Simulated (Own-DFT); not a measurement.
## Calculated data, GaP (zincblende, strained, atoms displaced)

All values are calculated (Own-DFT development build). A calculation, not a measurement: plane-wave PBE density functional theory by an unreviewed code, no spin, of a simulated periodic cell, stress positive in tension, free energy of the whole cell less one offset for each atom, forces on such cells passed a denser k mesh, this cell's mesh not checked; offsets are fitted by least squares, one for each functional and potential file, so energies compare only between cells with the same atoms and settings and are not formation energies; the far tail of each file's local potential was reset to the Coulomb form; each entry is a single point on an unrelaxed cell, so the pressure reflects the starting lattice, mostly measured values (interpolated for alloys), from which strain is counted, and rises with the displacements; printed positions are rounded, which can move forces by about a meV/angstrom; the program, named Own-DFT, is a retired in-house code; no spin-orbit coupling.

Settings shared by all entries: functional PBE; potential files PseudoDojo norm-conserving, scalar-relativistic, standard set; wave cutoff 42 hartree; occupations Fermi-Dirac; smearing width 0.1 eV; hardware one NVIDIA H100; k mesh 3 x 3 x 3 centred on Gamma.

(1) GaP (zincblende, strained, atoms displaced)

```
cell vectors (Å)
  11.0007    -0.0107    -0.1775
  -0.0107    10.9289    -0.0017
  -0.1775    -0.0017    11.0421
atoms (fractions of the cell vectors)
Ga  0.00801  0.99972  0.00493
Ga  0.00190  0.26024  0.24760
Ga  0.24973  0.99966  0.24678
Ga  0.24947  0.25338  0.99749
P   0.12928  0.12865  0.12424
P   0.12112  0.37358  0.37548
P   0.37446  0.12019  0.37560
P   0.37511  0.37741  0.12450
Ga  0.99819  0.99969  0.49813
Ga  0.00132  0.24899  0.75185
Ga  0.25197  0.00093  0.75430
Ga  0.25366  0.25141  0.49590
P   0.12683  0.12931  0.62791
P   0.11625  0.37476  0.87278
P   0.37815  0.12357  0.87888
P   0.37733  0.37723  0.63085
Ga  0.99342  0.50296  0.99144
Ga  0.99588  0.75809  0.24699
Ga  0.24598  0.50618  0.25053
Ga  0.25080  0.75017  0.00175
P   0.12220  0.62270  0.11951
P   0.12598  0.87184  0.37229
P   0.37113  0.62603  0.38351
P   0.37288  0.87427  0.12380
Ga  0.99965  0.50097  0.50690
Ga  0.99368  0.75201  0.75406
Ga  0.24641  0.49953  0.74936
Ga  0.25058  0.74585  0.49838
P   0.11848  0.62400  0.62962
P   0.12154  0.88278  0.86856
P   0.36824  0.62059  0.87044
P   0.37832  0.88058  0.63047
Ga  0.49524  0.00481  0.99651
Ga  0.48944  0.24782  0.25195
Ga  0.75233  0.99502  0.25063
Ga  0.75833  0.24758  0.99918
P   0.62855  0.12129  0.12666
P   0.62886  0.37504  0.38384
P   0.87159  0.13325  0.37605
P   0.87565  0.37677  0.12104
Ga  0.49899  0.99858  0.49650
Ga  0.49769  0.24209  0.75636
Ga  0.75461  0.99991  0.76006
Ga  0.75313  0.24179  0.50217
P   0.62455  0.12170  0.62798
P   0.62420  0.36791  0.87108
P   0.86906  0.12909  0.88262
P   0.87134  0.37053  0.63098
Ga  0.50447  0.48846  0.00648
Ga  0.49837  0.75002  0.24926
Ga  0.74989  0.50444  0.25229
Ga  0.74932  0.75506  0.00626
P   0.62268  0.63260  0.12341
P   0.63476  0.87955  0.37152
P   0.87751  0.62394  0.37783
P   0.87881  0.86863  0.12077
Ga  0.50568  0.50195  0.50105
Ga  0.49541  0.75754  0.75048
Ga  0.75256  0.50161  0.75311
Ga  0.74911  0.75341  0.49407
P   0.63267  0.62268  0.62988
P   0.62443  0.87502  0.86880
P   0.86777  0.62476  0.86902
P   0.87772  0.87750  0.62863
```

| Quantity | Value |
| --- | --- |
| free energy of cell above offsets | -33.854 eV |
| pressure | 1.17 GPa |
| stress xx | -1.14 GPa |
| stress yy | -1.52 GPa |
| stress zz | -0.86 GPa |
| stress yz | -0.16 GPa |
| stress xz | -2.83 GPa |
| stress xy | -0.18 GPa |
| wall time | 580.4 s |

Force:
```
element  x (eV/Å)  y (eV/Å)  z (eV/Å)
     Ga    -0.688     0.177    -0.537
     Ga    -0.379    -1.023    -0.173
     Ga    -0.074    -0.347     0.187
     Ga    -0.045    -0.031    -0.147
      P    -0.252     0.336     0.372
      P     0.693     0.961     0.353
      P    -0.335     0.372    -0.122
      P    -0.587    -0.019     0.563
     Ga      0.33     0.211     0.205
     Ga    -0.585    -0.584     -0.18
     Ga    -0.158     0.267    -0.545
     Ga    -0.089    -0.037     0.672
      P      0.11    -0.294    -0.454
      P     0.946     0.417     0.374
      P     -1.19     0.768    -0.303
      P     -0.06    -0.201    -0.523
     Ga     0.219    -0.297     0.382
     Ga     0.717    -1.726     0.563
     Ga     0.031    -0.574      0.08
     Ga     -0.48    -0.338    -0.771
      P    -0.276     0.713     0.243
      P    -0.027     0.705     0.224
      P     0.859    -0.174    -0.971
      P     0.332     0.483     0.044
     Ga    -0.422    -0.775    -0.212
     Ga     0.367    -0.304    -0.312
     Ga    -0.293    -0.546    -0.159
     Ga    -0.488     0.527      1.11
      P     0.559     0.764    -0.081
      P     0.368    -0.728     0.925
      P     1.029     0.594     0.949
      P    -0.846    -0.093    -1.146
     Ga     1.222    -1.131     0.858
     Ga     1.309     0.033     0.086
     Ga     0.631     0.656    -0.547
     Ga    -1.504      0.43     0.691
      P    -0.438     0.556    -0.112
      P     -0.46    -0.148    -1.032
      P      0.92     -0.87    -0.839
      P    -0.243     0.728     0.268
     Ga     0.669    -0.193     0.474
     Ga      0.16     0.212    -0.945
     Ga    -0.317    -0.087    -0.914
     Ga    -0.726     0.526     0.683
      P     0.072     0.001     -0.03
      P     0.514     0.659     0.784
      P     1.792    -0.846    -0.605
      P     0.329     0.415    -0.396
     Ga     0.035      0.81    -1.071
     Ga    -0.016     0.096     0.485
     Ga    -0.194    -0.444    -0.146
     Ga    -0.593    -0.659    -1.301
      P     0.064    -0.782     0.273
      P    -1.588    -0.448     0.237
      P     0.079     0.612    -0.288
      P    -0.172     1.744      0.19
     Ga    -0.101    -0.289     0.584
     Ga     0.419    -1.648     0.028
     Ga    -0.685     -1.34    -0.484
     Ga     0.493    -0.652     1.026
      P    -0.894     1.185    -0.607
      P     0.036     0.341     1.282
      P      0.47     1.099     1.269
      P    -0.571     0.229    -0.507
```

(2) GaP (zincblende, strained, atoms displaced)

```
cell vectors (Å)
  11.0703     0.0617    -0.1392
   0.0617    10.7824    -0.0589
  -0.1392    -0.0589    11.0953
atoms (fractions of the cell vectors)
Ga  0.00424  0.01199  0.98754
Ga  0.99633  0.25802  0.25479
Ga  0.25854  0.00517  0.24990
Ga  0.25616  0.24741  0.99578
P   0.11830  0.11591  0.11733
P   0.12690  0.36920  0.37516
P   0.37834  0.12804  0.37310
P   0.37363  0.37171  0.12214
Ga  0.99818  0.01039  0.49969
Ga  0.99829  0.25031  0.74811
Ga  0.24516  0.00108  0.75144
Ga  0.26186  0.25029  0.50399
P   0.12876  0.12659  0.62433
P   0.12447  0.38291  0.86738
P   0.37638  0.13080  0.87366
P   0.37211  0.37414  0.62466
Ga  0.00370  0.50476  0.99828
Ga  0.00287  0.75020  0.24720
Ga  0.25931  0.49678  0.25719
Ga  0.24160  0.74751  0.00525
P   0.13222  0.62761  0.12184
P   0.12757  0.87584  0.37546
P   0.37569  0.62933  0.37502
P   0.36938  0.87021  0.12547
Ga  0.00057  0.50452  0.50044
Ga  0.99881  0.75156  0.75042
Ga  0.25028  0.50528  0.75007
Ga  0.24998  0.75374  0.49613
P   0.12338  0.62196  0.63063
P   0.12894  0.88267  0.87748
P   0.37104  0.62638  0.87957
P   0.37676  0.86164  0.62429
Ga  0.50002  0.99983  0.00558
Ga  0.49968  0.24274  0.25224
Ga  0.74962  0.99712  0.25308
Ga  0.74519  0.25107  0.99267
P   0.62029  0.12852  0.12798
P   0.63139  0.37506  0.38126
P   0.87202  0.12668  0.36987
P   0.87765  0.38024  0.12614
Ga  0.49317  0.99501  0.49912
Ga  0.50568  0.25559  0.75736
Ga  0.74499  0.00106  0.74340
Ga  0.74759  0.24638  0.50071
P   0.62849  0.12873  0.62550
P   0.62588  0.37682  0.87928
P   0.87456  0.13342  0.86954
P   0.87173  0.37873  0.62017
Ga  0.50596  0.50601  0.00309
Ga  0.50510  0.74790  0.24696
Ga  0.75504  0.49825  0.24645
Ga  0.75521  0.75003  0.99611
P   0.62630  0.61691  0.12605
P   0.62256  0.87840  0.38354
P   0.87705  0.63385  0.37108
P   0.87519  0.87417  0.12295
Ga  0.49562  0.50090  0.49691
Ga  0.50168  0.75024  0.74287
Ga  0.75312  0.50574  0.75082
Ga  0.75059  0.74930  0.50521
P   0.63087  0.63207  0.62518
P   0.61819  0.86945  0.87820
P   0.88047  0.62284  0.87572
P   0.86840  0.87355  0.62394
```

| Quantity | Value |
| --- | --- |
| free energy of cell above offsets | -33.478 eV |
| pressure | 1.46 GPa |
| stress xx | -0.96 GPa |
| stress yy | -2.6 GPa |
| stress zz | -0.83 GPa |
| stress yz | -1.07 GPa |
| stress xz | -2.24 GPa |
| stress xy | 0.78 GPa |
| wall time | 533.2 s |

Force:
```
element  x (eV/Å)  y (eV/Å)  z (eV/Å)
     Ga    -1.287    -1.204     0.138
     Ga     0.236    -1.055    -0.834
     Ga    -1.146     -0.63    -0.264
     Ga    -1.468     0.312     0.226
      P     1.339     1.912     1.492
      P     0.469     0.877     0.588
      P    -0.135    -0.227     0.567
      P     0.692     0.385     0.479
     Ga     0.036    -0.991    -0.074
     Ga     0.241     0.681     -0.37
     Ga     0.972    -0.268    -0.245
     Ga    -1.252    -0.519    -0.612
      P    -0.157     0.336    -0.112
      P      0.19    -0.816     0.669
      P     0.501    -0.891    -0.357
      P     1.141     0.945     0.782
     Ga     0.298    -0.605     0.424
     Ga     0.198     0.174    -0.101
     Ga    -0.708    -0.256    -0.682
     Ga     0.784      0.61    -0.881
      P    -0.831    -0.957     1.238
      P     -0.31     0.866    -0.275
      P     0.292     0.081    -0.121
      P     0.875      0.46     0.035
     Ga    -0.153    -0.413    -0.343
     Ga     0.183     0.226     0.137
     Ga     0.224    -0.554       0.2
     Ga    -0.583    -0.881     0.425
      P     0.202     1.067    -0.896
      P    -0.489    -0.857     -0.48
      P     0.674     0.325    -0.426
      P    -0.732     1.976    -0.066
     Ga    -0.535     -0.28    -0.268
     Ga     0.211     1.404     0.041
     Ga    -0.353    -0.247    -0.444
     Ga      0.67    -0.279     1.301
      P     1.074    -0.503    -0.425
      P    -0.805     0.278    -0.996
      P     0.193     0.341     0.417
      P         0    -0.407    -0.958
     Ga     0.165     0.369     0.752
     Ga    -0.494    -0.437    -0.793
     Ga      0.19     -0.53     1.068
     Ga     0.501     0.069     0.072
      P    -1.272    -0.094    -0.251
      P     0.064     1.232    -0.623
      P    -0.493    -0.597    -0.156
      P     0.302    -0.172     0.211
     Ga    -1.264     -0.93    -0.394
     Ga    -0.174     0.199     0.282
     Ga    -0.221     0.036     0.963
     Ga     -0.44    -0.364     0.345
      P     0.741     1.384     0.151
      P     0.438    -0.526    -0.951
      P    -0.135    -0.526     0.269
      P      0.25     0.695    -0.246
     Ga     0.591    -0.144     0.517
     Ga     0.024    -0.759     1.274
     Ga    -0.207    -0.608    -0.087
     Ga    -0.053     0.005    -0.973
      P    -0.703    -1.089    -0.064
      P     0.608     0.837    -0.342
      P    -0.327     0.725    -0.193
      P     1.159      0.81     0.239
```
